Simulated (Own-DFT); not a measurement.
# One host, several defects: zincblende InP

Calculated, not measured: single-point runs of Own-DFT, a retired in-house plane-wave DFT program that no person has reviewed, on unrelaxed cells, without spin or spin-orbit coupling.

Method: PBE; PseudoDojo norm-conserving scalar-relativistic files; cutoff 36 hartree; 3 x 3 x 3 k mesh centred on Gamma; Fermi-Dirac smearing of 0.1 eV.

Limits (not all hold for every row): not probed for a lower state with spin; forces on such cells moved up to 12 meV/angstrom on a denser k mesh; stress not checked against mesh or cutoff.

All runs share one cell, with vectors in Å (11.737, 0.000, 0.000); (0.000, 11.737, 0.000); (0.000, 0.000, 11.737) and a volume of 1617.0 Å³. The atoms are randomly displaced, by u rms on each axis. The defect's site can differ from row to row.

```
                                      cell  formula   u (Å)  P (GPa)
                                 no defect  In32P32  0.0221     3.22
                                 no defect  In32P32  0.0465     3.51
                                 no defect  In32P32  0.0521     3.69
                           two P vacancies  In32P30  0.0273     2.97
                           two P vacancies  In32P30  0.0283     2.90
                           two P vacancies  In32P30  0.0286        ?
                           two P vacancies  In32P30  0.0296     2.97
one In on a P site and one P on an In site  In32P32  0.0303     3.63
one In on a P site and one P on an In site  In32P32  0.0481     4.02
one In on a P site and one P on an In site  In32P32  0.0492     4.04
```

## Analysis

P = P0 + c u² + a shift for each defect gives P0 = 3.07 GPa, c = 228 ± 23 GPa/Å² and a scatter of 0.05 GPa. The shifts, and each times the cell's volume:

- one In on a P site and one P on an In site: 0.40 ± 0.04 GPa, 4.0 eV
- two P vacancies: -0.31 ± 0.04 GPa, -3.1 eV (-1.5 eV for each of its 2 sites)

A positive shift means that the defect pushes the cell outwards. Shift times volume (160.2 GPa Å³ is 1 eV) depends little on the cell's size, so, taken for each site, it can be compared between cells at like pressure. The atoms around the defects weren't relaxed, which would change these numbers.

## Check

The question: what pressure belongs in the blank (two P vacancies, u = 0.0286 Å)?

The fitted form gives 2.95 ± 0.05 GPa. The run itself gave 2.99 GPa.
